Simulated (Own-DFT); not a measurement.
Simulation results for AlGa$_{3}$N$_{4}$ (wurtzite random alloy, strained, atoms displaced)

All values are calculated (Own-DFT development build). A calculation, not a measurement: plane-wave PBE density functional theory by an unreviewed code, no spin, of a simulated periodic cell, stress positive in tension, free energy of the whole cell less one offset for each atom, forces on such cells passed a denser k mesh, this cell's mesh not checked; offsets are fitted by least squares, one for each functional and potential file, so energies compare only between cells with the same atoms and settings and are not formation energies; the far tail of each file's local potential was reset to the Coulomb form; each entry is a single point on an unrelaxed cell, so the pressure reflects the starting lattice, mostly measured values, from which strain is counted, and rises with the displacements; printed positions are rounded, which can move forces by about a meV/angstrom; the program is a retired in-house code; no spin-orbit coupling.

Settings shared by all entries: functional PBE; potential files PseudoDojo norm-conserving, scalar-relativistic, standard set with the stringent files for Ga; wave cutoff 96 hartree; occupations Gaussian; smearing width 0.01 eV; k mesh 4 x 4 x 3 centred on Gamma.

```json
{"entry": 1, "formula": "AlGa3N4", "kind": "wurtzite random alloy, strained, atoms displaced", "structure": {"cell_angstrom": [[9.3428, 0.0, 0.0], [-4.6714, 8.0911, 0.0], [0.0, 0.0, 10.2685]], "atoms_fractional": [["Ga", 0.11407, 0.22369, 0.00119], ["Al", 0.22216, 0.10797, 0.24559], ["N", 0.11442, 0.22263, 0.19076], ["N", 0.21982, 0.11506, 0.4438], ["Ga", 0.10699, 0.2274, 0.49482], ["Ga", 0.22861, 0.11814, 0.74486], ["N", 0.11568, 0.22558, 0.69563], ["N", 0.21262, 0.10277, 0.94216], ["Al", 0.11142, 0.56358, 0.99502], ["Al", 0.2187, 0.44801, 0.25525], ["N", 0.12372, 0.56196, 0.18939], ["N", 0.22725, 0.44801, 0.43358], ["Ga", 0.11642, 0.56267, 0.5059], ["Ga", 0.22065, 0.43725, 0.74729], ["N", 0.11348, 0.56109, 0.6828], ["N", 0.22278, 0.45497, 0.93985], ["Ga", 0.10933, 0.89167, 0.0013], ["Ga", 0.21299, 0.7758, 0.25203], ["N", 0.11496, 0.88271, 0.18392], ["N", 0.22125, 0.78153, 0.44854], ["Ga", 0.11292, 0.89424, 0.50635], ["Ga", 0.21869, 0.7791, 0.74889], ["N", 0.10315, 0.88143, 0.68658], ["N", 0.23008, 0.78628, 0.94657], ["Ga", 0.4425, 0.2279, 0.00367], ["Ga", 0.56587, 0.10908, 0.24924], ["N", 0.45075, 0.2221, 0.18903], ["N", 0.55204, 0.10583, 0.44226], ["Al", 0.44761, 0.22426, 0.49751], ["Ga", 0.55811, 0.10854, 0.75398], ["N", 0.43536, 0.2198, 0.69507], ["N", 0.56455, 0.11762, 0.9355], ["Ga", 0.44043, 0.55441, 0.00927], ["Ga", 0.55953, 0.4482, 0.24914], ["N", 0.45039, 0.55488, 0.18465], ["N", 0.56171, 0.4487, 0.43887], ["Ga", 0.44488, 0.55876, 0.49983], ["Ga", 0.54972, 0.44477, 0.74961], ["N", 0.44759, 0.55954, 0.69184], ["N", 0.55979, 0.43816, 0.93613], ["Ga", 0.44643, 0.90098, 0.99592], ["Ga", 0.54125, 0.7675, 0.24628], ["N", 0.44621, 0.8921, 0.18552], ["N", 0.54917, 0.78224, 0.42888], ["Ga", 0.44579, 0.88345, 0.49721], ["Al", 0.55451, 0.77863, 0.74766], ["N", 0.44269, 0.8884, 0.69708], ["N", 0.55184, 0.77294, 0.92994], ["Al", 0.76861, 0.22462, 0.00275], ["Al", 0.89903, 0.11645, 0.25124], ["N", 0.78442, 0.21427, 0.18496], ["N", 0.88435, 0.1146, 0.44074], ["Al", 0.78041, 0.22192, 0.4973], ["Ga", 0.90225, 0.11189, 0.74954], ["N", 0.78249, 0.22071, 0.69031], ["N", 0.89409, 0.11164, 0.93517], ["Al", 0.79044, 0.56179, 0.00351], ["Ga", 0.89188, 0.44535, 0.24663], ["N", 0.77924, 0.55526, 0.19545], ["N", 0.88927, 0.44576, 0.44486], ["Ga", 0.76949, 0.56324, 0.49674], ["Ga", 0.89248, 0.45288, 0.74967], ["N", 0.77326, 0.54373, 0.6904], ["N", 0.89722, 0.44859, 0.94313], ["Ga", 0.78015, 0.8817, 0.00315], ["Ga", 0.89046, 0.7776, 0.24714], ["N", 0.77087, 0.87871, 0.18714], ["N", 0.88643, 0.77673, 0.44412], ["Ga", 0.78209, 0.89116, 0.50042], ["Ga", 0.88882, 0.76824, 0.75565], ["N", 0.77878, 0.89801, 0.69009], ["N", 0.89359, 0.7695, 0.93701]]}, "results": {"free_energy_of_cell_above_offsets [eV]": "-7.931", "pressure [GPa]": 14.69, "stress_xx [GPa]": -16.81, "stress_yy [GPa]": -17.35, "stress_zz [GPa]": -9.9, "stress_yz [GPa]": 0.42, "stress_xz [GPa]": -0.63, "stress_xy [GPa]": -0.2, "force_element": ["Ga", "Al", "N", "N", "Ga", "Ga", "N", "N", "Al", "Al", "N", "N", "Ga", "Ga", "N", "N", "Ga", "Ga", "N", "N", "Ga", "Ga", "N", "N", "Ga", "Ga", "N", "N", "Al", "Ga", "N", "N", "Ga", "Ga", "N", "N", "Ga", "Ga", "N", "N", "Ga", "Ga", "N", "N", "Ga", "Al", "N", "N", "Al", "Al", "N", "N", "Al", "Ga", "N", "N", "Al", "Ga", "N", "N", "Ga", "Ga", "N", "N", "Ga", "Ga", "N", "N", "Ga", "Ga", "N", "N"], "force_x [eV/angstrom]": [-1.114, 0.562, 0.304, 1.152, 0.657, -1.608, 0.442, 1.061, 1.428, 1.484, -0.821, -0.705, -0.69, -0.565, 0.642, -0.11, 0.99, 2.469, -2.153, 0.011, -0.349, 0.807, 0.034, -1.555, 0.468, -0.945, -1.006, 0.279, -0.239, 0.043, 3.086, -1.172, 0.688, -0.136, -1.824, -2.167, 0.476, 1.111, -0.711, 0.02, 1.878, 0.744, -0.662, 2.431, -1.499, 0.317, 0.662, 0.465, 3.043, -0.591, -0.017, 0.636, -1.575, -2.376, -0.155, -1.351, -1.179, 0.827, 0.588, -0.098, 3.072, 1.149, -1.577, -1.032, -1.29, -0.178, 0.294, 0.581, -1.258, -1.555, 0.252, -0.892], "force_y [eV/angstrom]": [0.705, 0.284, 0.372, 0.357, -0.125, -2.671, -0.473, 1.986, 0.115, -0.528, -1.243, 0.191, -0.945, 2.702, -0.843, -0.941, -0.937, 0.44, 2.127, 0.142, -0.314, 0.208, 1.365, -1.518, -1.29, 0.004, -0.484, 1.783, -0.303, 1.026, 0.976, 0.494, 0.418, -0.99, -1.487, -1.937, 0.193, -0.377, 0.622, 2.186, -1.064, 1.686, -0.597, -1.234, 1.253, 0.483, -0.608, 0.591, 0.131, -1.683, 1.031, -0.218, 0.712, 0.144, 0.595, -0.053, -1.813, -0.479, 0.056, -0.501, -1.122, -2.208, 1.566, -0.337, 0.748, 0.455, 1.844, 1.491, -0.004, 0.438, -2.603, 0.011], "force_z [eV/angstrom]": [-0.224, 0.888, 0.939, -1.714, 1.175, 1.779, -2.629, -1.006, 1.1, -1.346, -1.165, 0.244, -1.683, 1.402, 2.148, -0.163, -0.294, 1.185, 1.096, -1.833, -0.769, 1.124, 1.146, -1.548, -0.633, 0.852, 0.807, -0.207, 0.739, -1.135, -2.719, 1.065, -3.121, 0.541, 2.08, -0.418, 0.355, 0.721, -1.285, 1.091, 0.585, -0.294, 0.062, 0.958, 1.836, 0.696, -1.432, 0.845, -0.837, -0.213, -0.165, -1.748, 1.551, 1.032, -1.142, 1.457, -0.047, 1.318, -2.233, -1.065, 1.721, 0.335, -0.927, 0.357, -1.384, 1.228, 0.987, -1.633, 0.391, -1.306, -0.464, 0.948]}}
{"entry": 2, "formula": "AlGa3N4", "kind": "wurtzite random alloy, strained, atoms displaced", "structure": {"cell_angstrom": [[9.3428, 0.0, 0.0], [-4.6714, 8.0911, 0.0], [0.0, 0.0, 10.2685]], "atoms_fractional": [["Al", 0.10827, 0.2203, 0.99954], ["Ga", 0.2205, 0.1111, 0.24769], ["N", 0.11592, 0.2237, 0.19826], ["N", 0.22965, 0.11394, 0.44218], ["Ga", 0.11644, 0.23041, 0.49435], ["Al", 0.22379, 0.1248, 0.74216], ["N", 0.10824, 0.21593, 0.69183], ["N", 0.22169, 0.11181, 0.94207], ["Ga", 0.11644, 0.55492, 0.9961], ["Ga", 0.21315, 0.43507, 0.25501], ["N", 0.10809, 0.55571, 0.19063], ["N", 0.21877, 0.45145, 0.44111], ["Ga", 0.11155, 0.55624, 0.51186], ["Al", 0.22088, 0.44135, 0.738], ["N", 0.11116, 0.55837, 0.68954], ["N", 0.22261, 0.45054, 0.92716], ["Ga", 0.1063, 0.89156, 0.00059], ["Ga", 0.22343, 0.78318, 0.25403], ["N", 0.1083, 0.89329, 0.19051], ["N", 0.22217, 0.77177, 0.43591], ["Ga", 0.10851, 0.87643, 0.50323], ["Ga", 0.22173, 0.77778, 0.75175], ["N", 0.11615, 0.88405, 0.69286], ["N", 0.22337, 0.77542, 0.94604], ["Ga", 0.45542, 0.23238, 0.9952], ["Ga", 0.54356, 0.11111, 0.25014], ["N", 0.44764, 0.22878, 0.19644], ["N", 0.55129, 0.11274, 0.43524], ["Ga", 0.44929, 0.22474, 0.50435], ["Ga", 0.55241, 0.10783, 0.74929], ["N", 0.4427, 0.20814, 0.69217], ["N", 0.5514, 0.10837, 0.93773], ["Ga", 0.43916, 0.55143, 0.00312], ["Ga", 0.56286, 0.44125, 0.24611], ["N", 0.44655, 0.56299, 0.18933], ["N", 0.55594, 0.44216, 0.4373], ["Ga", 0.44669, 0.56532, 0.49804], ["Al", 0.55196, 0.43592, 0.74683], ["N", 0.4477, 0.55622, 0.68934], ["N", 0.55638, 0.44655, 0.94156], ["Al", 0.44083, 0.89611, 0.00261], ["Al", 0.54964, 0.77101, 0.25412], ["N", 0.44236, 0.89056, 0.19664], ["N", 0.55453, 0.77317, 0.43519], ["Al", 0.43776, 0.88461, 0.50132], ["Ga", 0.55775, 0.77556, 0.74973], ["N", 0.45156, 0.89779, 0.68659], ["N", 0.54662, 0.76762, 0.93091], ["Al", 0.76731, 0.21431, 0.99035], ["Ga", 0.89835, 0.11929, 0.26121], ["N", 0.78529, 0.22951, 0.17878], ["N", 0.89009, 0.10821, 0.44801], ["Ga", 0.76818, 0.21734, 0.50202], ["Ga", 0.89047, 0.10937, 0.75204], ["N", 0.77021, 0.21775, 0.68919], ["N", 0.88355, 0.10445, 0.93273], ["Ga", 0.78089, 0.56266, 0.99431], ["Ga", 0.88855, 0.4504, 0.24611], ["N", 0.78057, 0.55562, 0.18976], ["N", 0.88674, 0.44716, 0.43145], ["Ga", 0.77396, 0.55503, 0.50439], ["Al", 0.88543, 0.44801, 0.74476], ["N", 0.78058, 0.55986, 0.69811], ["N", 0.87562, 0.43035, 0.93426], ["Ga", 0.77691, 0.88261, 0.99958], ["Ga", 0.89398, 0.77751, 0.24711], ["N", 0.7704, 0.88544, 0.18595], ["N", 0.88372, 0.78135, 0.44286], ["Ga", 0.77724, 0.88371, 0.50132], ["Ga", 0.89032, 0.78516, 0.74386], ["N", 0.77147, 0.88697, 0.69171], ["N", 0.89934, 0.78052, 0.92928]]}, "results": {"free_energy_of_cell_above_offsets [eV]": "-7.828", "pressure [GPa]": 14.55, "stress_xx [GPa]": -16.53, "stress_yy [GPa]": -17.84, "stress_zz [GPa]": -9.26, "stress_yz [GPa]": 0.23, "stress_xz [GPa]": -0.12, "stress_xy [GPa]": 0.47, "force_element": ["Al", "Ga", "N", "N", "Ga", "Al", "N", "N", "Ga", "Ga", "N", "N", "Ga", "Al", "N", "N", "Ga", "Ga", "N", "N", "Ga", "Ga", "N", "N", "Ga", "Ga", "N", "N", "Ga", "Ga", "N", "N", "Ga", "Ga", "N", "N", "Ga", "Al", "N", "N", "Al", "Al", "N", "N", "Al", "Ga", "N", "N", "Al", "Ga", "N", "N", "Ga", "Ga", "N", "N", "Ga", "Ga", "N", "N", "Ga", "Al", "N", "N", "Ga", "Ga", "N", "N", "Ga", "Ga", "N", "N"], "force_x [eV/angstrom]": [-0.375, 1.216, -0.741, -0.942, 0.514, 1.913, -0.266, -0.402, -1.789, 0.236, 1.024, 1.035, -1.512, 0.046, 0.057, 0.779, 1.795, -0.239, 1.115, 0.26, -0.469, 1.487, -1.623, -0.263, -1.109, 2.914, -1.107, 0.577, -0.458, 1.133, -2.526, 0.319, -0.287, -1.591, -0.055, -0.782, 0.781, 0.077, -0.198, -0.17, 1.236, 0.185, 1.097, -1.212, 0.891, -1.422, -0.304, -0.435, 1.476, -2.134, -0.521, -0.606, 0.731, -1.195, 1.084, 0.312, 0.881, 1.07, -0.773, 0.408, 0.453, 0.88, -1.017, 0.689, -0.911, -2.147, 0.254, 2.25, -1.573, 0.639, 1.008, -1.665], "force_y [eV/angstrom]": [0.598, 0.3, -0.615, -0.884, -1.298, -2.951, 2.052, 1.348, -0.799, 3.016, 0.519, -0.338, -0.267, 0.538, -1.508, -2.602, 0.022, -1.246, -0.269, 0.663, 1.611, 0.326, 2.323, 1.341, -1.609, 0.391, -1.226, -1.868, -0.15, -0.102, 2.906, -0.579, 0.429, 1.943, -1.491, 0.719, -2.305, 0.852, -1.892, 0.691, -1.564, 1.579, -0.55, 2.325, 0.932, 0.061, -2.617, 1.839, 0.457, -1.323, -1.32, 0.551, 0.752, 0.035, 1.808, 1.114, -0.898, -1.445, 1.178, -0.318, 0.026, -1.178, -1.373, 1.183, -0.086, -0.031, 0.233, -1.193, 1.024, -0.181, 0.695, -0.302], "force_z [eV/angstrom]": [-0.198, 1.467, -2.83, -0.259, 1.064, 1.769, -1.297, -1.234, 1.071, -0.397, -0.79, 0.128, -2.407, 1.518, 1.326, -0.052, 0.166, -1.014, -0.594, 1.313, -0.037, 1.407, -0.788, -0.808, 1.398, 0.029, -2.489, 0.83, -0.341, 1.243, -0.164, 0.257, -0.258, 1.15, 0.445, 0.316, 0.543, 0.755, -0.538, -2.021, 0.407, -0.865, -1.841, -0.041, -0.435, 0.311, -1.268, 1.982, 1.403, -1.388, 0.259, -0.594, -0.462, -0.666, 0.023, 1.84, 0.504, 0.175, -1.6, 1.893, -0.219, 1.346, -1.169, -0.922, -0.209, 1.059, 1.085, -1.024, 0.725, 0.593, -1.259, 0.684]}}
{"entry": 3, "formula": "AlGa3N4", "kind": "wurtzite random alloy, strained, atoms displaced", "structure": {"cell_angstrom": [[9.3428, 0.0, 0.0], [-4.6714, 8.0911, 0.0], [0.0, 0.0, 10.2685]], "atoms_fractional": [["Al", 0.10897, 0.21946, 0.99242], ["Ga", 0.22006, 0.10528, 0.25015], ["N", 0.10549, 0.22701, 0.18736], ["N", 0.22299, 0.10891, 0.44259], ["Ga", 0.11277, 0.23104, 0.49834], ["Ga", 0.22049, 0.11471, 0.75141], ["N", 0.11013, 0.22448, 0.69383], ["N", 0.22047, 0.10779, 0.93468], ["Ga", 0.12149, 0.55649, 0.00394], ["Al", 0.22528, 0.44156, 0.25692], ["N", 0.11042, 0.56027, 0.18976], ["N", 0.22242, 0.44074, 0.43681], ["Al", 0.1115, 0.55209, 0.49051], ["Al", 0.22727, 0.45041, 0.74794], ["N", 0.1129, 0.54184, 0.68944], ["N", 0.21767, 0.44166, 0.93568], ["Al", 0.12161, 0.88323, 0.99554], ["Ga", 0.22627, 0.78072, 0.25362], ["N", 0.10894, 0.88926, 0.19129], ["N", 0.2159, 0.77476, 0.43826], ["Ga", 0.10279, 0.89099, 0.49948], ["Al", 0.22369, 0.77682, 0.75512], ["N", 0.11473, 0.8844, 0.68638], ["N", 0.22438, 0.77301, 0.93959], ["Ga", 0.44551, 0.2221, 0.00101], ["Ga", 0.55792, 0.10567, 0.25548], ["N", 0.4384, 0.22059, 0.18768], ["N", 0.54935, 0.10765, 0.43835], ["Ga", 0.44182, 0.22521, 0.49213], ["Ga", 0.55461, 0.11147, 0.7461], ["N", 0.45831, 0.22946, 0.68657], ["N", 0.55194, 0.10745, 0.9359], ["Ga", 0.44107, 0.5533, 0.99721], ["Ga", 0.55676, 0.45262, 0.25609], ["N", 0.44109, 0.55416, 0.19271], ["N", 0.54342, 0.43946, 0.43651], ["Ga", 0.43354, 0.55069, 0.4947], ["Al", 0.55909, 0.44079, 0.75318], ["N", 0.44208, 0.56153, 0.69073], ["N", 0.55673, 0.44338, 0.93816], ["Ga", 0.44778, 0.88054, 0.00512], ["Al", 0.55417, 0.78094, 0.25217], ["N", 0.44901, 0.87618, 0.18609], ["N", 0.56729, 0.77827, 0.43595], ["Ga", 0.45203, 0.88852, 0.50282], ["Ga", 0.54788, 0.7851, 0.75359], ["N", 0.45248, 0.89743, 0.69322], ["N", 0.55817, 0.77846, 0.9391], ["Ga", 0.78055, 0.22154, 0.99914], ["Ga", 0.88486, 0.11062, 0.24895], ["N", 0.77892, 0.22805, 0.1877], ["N", 0.89035, 0.10474, 0.43589], ["Al", 0.80181, 0.24088, 0.49669], ["Ga", 0.88963, 0.10243, 0.74518], ["N", 0.77633, 0.21646, 0.69249], ["N", 0.8917, 0.11142, 0.93324], ["Ga", 0.77388, 0.54852, 0.00647], ["Ga", 0.89156, 0.44968, 0.24841], ["N", 0.7767, 0.55414, 0.19434], ["N", 0.89447, 0.43931, 0.43513], ["Ga", 0.77668, 0.55135, 0.5029], ["Ga", 0.88322, 0.43639, 0.74863], ["N", 0.782, 0.55373, 0.68952], ["N", 0.8967, 0.45382, 0.94467], ["Ga", 0.77254, 0.88282, 0.99655], ["Ga", 0.89517, 0.78039, 0.24889], ["N", 0.7761, 0.8921, 0.19384], ["N", 0.88838, 0.78141, 0.43911], ["Ga", 0.78013, 0.88888, 0.50115], ["Ga", 0.88553, 0.76699, 0.74622], ["N", 0.77636, 0.89534, 0.6894], ["N", 0.88668, 0.78327, 0.9406]]}, "results": {"free_energy_of_cell_above_offsets [eV]": "-8.221", "pressure [GPa]": 14.57, "stress_xx [GPa]": -16.59, "stress_yy [GPa]": -17.7, "stress_zz [GPa]": -9.42, "stress_yz [GPa]": 0.01, "stress_xz [GPa]": -0.29, "stress_xy [GPa]": 0.24, "force_element": ["Al", "Ga", "N", "N", "Ga", "Ga", "N", "N", "Ga", "Al", "N", "N", "Al", "Al", "N", "N", "Al", "Ga", "N", "N", "Ga", "Al", "N", "N", "Ga", "Ga", "N", "N", "Ga", "Ga", "N", "N", "Ga", "Ga", "N", "N", "Ga", "Al", "N", "N", "Ga", "Al", "N", "N", "Ga", "Ga", "N", "N", "Ga", "Ga", "N", "N", "Al", "Ga", "N", "N", "Ga", "Ga", "N", "N", "Ga", "Ga", "N", "N", "Ga", "Ga", "N", "N", "Ga", "Ga", "N", "N"], "force_x [eV/angstrom]": [0.069, -1.06, 1.263, -1.394, 0.662, 1.341, 0.755, -0.256, -1.311, -1.016, 1.892, -1.933, 0.114, 0.353, -1.533, 1.238, -2.555, -0.115, 1.592, 0.994, 1.76, 0.232, 0.032, 0.021, -0.143, -0.814, 1.222, 1.965, 1.011, 0.368, -2.115, 0.559, 0.282, 0.187, -0.701, 1.495, 1.766, -0.976, 1.49, -0.318, -0.915, 2.291, -1.747, -2.112, -0.83, 2.513, -2.707, -0.507, -0.325, 0.357, -0.229, -1.103, -1.407, -0.705, 0.493, 0.111, 0.131, 0.213, -0.496, -0.58, -0.425, 1.566, -1.471, -0.014, 0.583, -1.773, -0.305, 0.216, -0.209, -0.446, 0.667, 2.742], "force_y [eV/angstrom]": [-0.047, 1.443, 0.262, 0.548, -2.614, -0.468, 1.265, -0.415, -0.61, 0.036, -0.649, 1.207, 1.078, -1.442, 2.426, -0.786, 0.803, -0.007, -0.338, -0.403, -0.341, -0.613, 0.025, 0.808, -0.553, 0.482, 0.278, 1.085, -1.197, 0.793, 0.382, -0.124, -0.306, -1.294, 1.035, 1.516, 1.851, 0.948, -1.111, 0.154, 1.579, -1.339, 1.525, -0.752, -0.254, -1.079, -1.752, -1.138, 0.16, 0.496, -0.609, 2.025, -4.764, 2.118, 0.608, -0.147, 1.418, -0.666, 0.54, 2.173, 0.299, 0.421, -1.339, -1.02, 1.845, -0.232, -1.487, -1.848, 0.207, 2.405, -3.232, -1.263], "force_z [eV/angstrom]": [1.128, 0.206, -0.782, -0.876, 1.221, -0.891, -1.264, 1.341, 0.265, -2.065, 0.695, -1.082, 1.785, 0.92, -1.506, -0.712, 0.71, -0.274, -2.202, 0.778, 0.71, -1.243, 0.909, -0.915, 0.086, -1.165, 0.501, 0.576, 1.755, 1.147, -0.373, 0.537, 0.772, -1.345, -0.275, 0.789, 1.946, -0.439, -0.218, -0.836, -0.825, 0.304, 0.892, -0.579, 0.007, -0.061, -1.199, -0.431, -0.333, -0.106, 0.048, 0.655, 1.547, 1.385, -2.357, 0.75, -0.324, -0.21, -0.28, 0.184, -0.758, 1.366, -0.521, -0.963, 1.459, 0.333, -0.95, -0.348, 0.805, 1.306, -0.734, -0.374]}}
```
